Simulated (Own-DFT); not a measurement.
# Strain and stress in wurtzite AlGaN with randomly placed atoms, 72 atoms (Al9Ga27N36)

Calculated results; nothing here was measured. The program, named Own-DFT, is a retired in-house plane-wave density functional code that no person has reviewed. Each row is one single-point run on a periodic cell that was not relaxed, without spin or spin-orbit coupling.

Settings of every run: PBE; PseudoDojo norm-conserving scalar-relativistic files (stringent for Ga); cutoff 96 hartree; 4 x 4 x 3 k mesh centred on Gamma; Gaussian smearing of 0.01 eV.

Known limits: forces on such cells passed a denser k mesh, each cell not checked; stress not checked against mesh or cutoff.

Unstrained cell vectors in Å: (9.509, 0.000, 0.000); (-4.755, 8.235, 0.000); (0.000, 0.000, 10.269). The unstrained cell has measured lattice constants (interpolated for alloys), not those of this functional. That, the random moves and any unrelaxed bonds set the pressure at no strain. Each run strains this cell uniformly, with the atoms carried along. Every atom was also moved at random, by a Gaussian of width 0.05 Å on each axis. The random placing of the alloy's atoms differs from row to row. Strain is the symmetric tensor, in per cent. Stress is positive in tension, and the pressure is minus a third of its trace.

| run | e_xx (%) | e_yy (%) | e_zz (%) | s_xx (GPa) | s_yy (GPa) | s_zz (GPa) | P (GPa) | E (meV/atom) |
|---|---|---|---|---|---|---|---|---|
| 1 | 0.00 | 0.00 | 1.25 | -7.05 | -6.78 | -1.61 | 5.15 | 17.8 |
| 2 | 0.00 | 0.00 | 0.25 | -9.21 | -5.04 | -5.85 | 6.70 | 14.3 |
| 3 | 0.00 | 0.00 | -1.00 | -5.44 | -7.63 | -14.15 | 9.07 | 12.6 |
| 4 | 0.00 | 0.00 | 0.50 | -6.91 | -6.25 | -4.77 | 5.98 | 0.0 |
| 5 | 0.00 | 0.00 | -2.00 | -7.66 | -7.93 | -17.01 | 10.87 | 5.6 |
| 6 | 0.00 | 0.00 | 1.00 | -6.70 | -8.03 | -1.08 | 5.27 | 8.3 |
| 7 | 0.00 | 0.00 | -1.75 | -6.24 | -10.76 | -13.65 | 10.22 | 5.1 |
| 8 | 0.00 | 0.00 | 3.00 | -5.29 | -5.81 | 4.82 | 2.09 | 17.2 |
| 9 | 0.00 | 0.00 | -1.25 | ? | ? | ? | ? | ? |

E is the free energy for each atom above the lowest run shown.

## Worked fit

The change of volume is close to e_xx + e_yy + e_zz. A straight line through the runs shown gives P = 7.19 - 176 x (fractional change of volume) GPa, with an error of 4 on the slope and a scatter of 0.20 GPa. The strain isn't the same on all axes and the cell isn't cubic, so the slope belongs to this path and is not the bulk modulus.

## Withheld run

Question: what pressure should run 9 give? Its volume changes by -1.25 %.

The line gives 9.4 GPa. The calculation gave 9.77 GPa.
